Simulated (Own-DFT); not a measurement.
# Shaking the atoms of zincblende InP, 64 atoms (In32P32)

All numbers below are calculated, not measured. They come from Own-DFT, an in-house plane-wave density functional program, since retired, whose code no person has reviewed. Each row is one single-point run on a periodic cell that was not relaxed, without spin or spin-orbit coupling.

Settings of every run: PBE; PseudoDojo norm-conserving scalar-relativistic files; cutoff 36 hartree; 3 x 3 x 3 k mesh centred on Gamma; Fermi-Dirac smearing of 0.1 eV.

Known limits: forces on such cells moved up to 12 meV/angstrom on a denser k mesh; stress not checked against mesh or cutoff.

Cell vectors in Å: (11.737, 0.000, 0.000); (0.000, 11.737, 0.000); (0.000, 0.000, 11.737). In each run every atom was moved at random and independently from its ideal site; u is the rms move along one axis. E is the free energy for each atom above the fitted value at u = 0, and F the rms of the force components.

| run | u (Å) | E (meV/atom) | F (eV/Å) | largest force (eV/Å) | P (GPa) |
|---|---|---|---|---|---|
| 1 | 0.0198 | 5.4 | 0.231 | 0.97 | 3.20 |
| 2 | 0.0199 | 5.6 | 0.235 | 0.81 | 3.20 |
| 3 | 0.0211 | ? | ? | ? | ? |
| 4 | 0.0474 | 30.9 | 0.547 | 2.12 | 3.52 |
| 5 | 0.0509 | 39.2 | 0.636 | 2.58 | 3.62 |
| 6 | 0.0951 | 137.3 | 1.280 | 5.29 | 4.89 |
| 7 | 0.0981 | 133.9 | 1.214 | 5.16 | 4.81 |
| 8 | 0.1064 | 145.9 | 1.305 | 5.33 | 5.04 |
| 9 | 0.1526 | 380.6 | 2.434 | 11.45 | 7.96 |
| 10 | 0.2076 | 690.4 | 3.563 | 14.34 | 11.99 |

## Worked fit

For small independent moves the energy grows as E = (3/2) K u², with K the mean stiffness felt by one atom. The runs with u up to 0.11 Å give K = 9.4 ± 0.3 eV/Å², with residuals divided by u² + 0.0006 Å², since the noise grows with the moves. The scatter is 2.5 meV/atom at u = 0.05 Å. The forces follow F = G u with G = 12.2 eV/Å²; no force at u = 0 is resolved. G exceeds K because the moves of its neighbours add to the force on an atom, and stiffness differs between atoms. At u = 0.208 Å the parabola gives 609 meV/atom and the run 690. The pressure follows P = 3.14 + 176 u² GPa: at fixed volume, shortened bonds push harder than stretched ones pull.

## Withheld run

Question: what energy and rms force should run 3 give?

The fit gives 6 ± 1 meV/atom and about 0.26 eV/Å. The calculation gave 5.5 meV/atom and 0.231 eV/Å.
